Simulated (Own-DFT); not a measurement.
# Response to strain: wurtzite AlN, 72 atoms (Al36N36)

Calculated results; nothing here was measured. The program, named Own-DFT, is a retired in-house plane-wave density functional code that no person has reviewed. Each row is one single-point run on a periodic cell that was not relaxed, without spin or spin-orbit coupling.

Settings of every run: PBE; PseudoDojo norm-conserving scalar-relativistic files; cutoff 42 hartree; 3 x 3 x 2 k mesh centred on Gamma; Fermi-Dirac smearing of 0.1 eV.

Known limits: forces on such cells moved up to 12 meV/angstrom on a denser k mesh; stress not checked against mesh or cutoff.

Unstrained cell vectors in Å: (9.336, 0.000, 0.000); (-4.668, 8.085, 0.000); (0.000, 0.000, 9.964). The unstrained cell has measured lattice constants (interpolated for alloys), not those of this functional. That, the random moves and any unrelaxed bonds set the pressure at no strain. Each run strains this cell uniformly, with the atoms carried along. Every atom was also moved at random, by a Gaussian of width 0.05 Å on each axis. Strain is the symmetric tensor, in per cent. Stress is positive in tension, and the pressure is minus a third of its trace.

```
run,e_xx (%),e_yy (%),e_zz (%),s_xx (GPa),s_yy (GPa),s_zz (GPa),P (GPa),E (meV/atom)
1,-1.25,-1.25,0.00,-15.38,-12.06,-7.18,11.54,30.8
2,-2.75,-2.75,0.00,-25.16,-23.54,-10.29,19.66,74.9
3,-1.50,-1.50,0.00,-15.58,-15.05,-8.80,13.15,48.0
4,-3.00,-3.00,0.00,-26.77,-25.91,-9.98,20.89,73.0
5,-2.25,-2.25,0.00,-21.12,-25.15,-4.82,17.03,59.7
6,2.75,2.75,0.00,8.42,8.08,-2.60,-4.63,16.9
7,1.25,1.25,0.00,0.03,1.40,-4.24,0.94,19.4
8,-0.25,-0.25,0.00,-7.81,-4.50,-6.40,6.23,0.0
9,0.75,0.75,0.00,?,?,?,?,?
```

E is the free energy for each atom above the lowest run shown.

## Worked fit

The change of volume is close to e_xx + e_yy + e_zz. A straight line through the runs shown gives P = 6.76 - 225 x (fractional change of volume) GPa, with an error of 9 on the slope and a scatter of 1.01 GPa. The strain isn't the same on all axes and the cell isn't cubic, so the slope belongs to this path and is not the bulk modulus.

## Withheld run

Question: what pressure should run 9 give? Its volume changes by 1.51 %.

The line gives 3.4 GPa. The calculation gave 2.34 GPa.
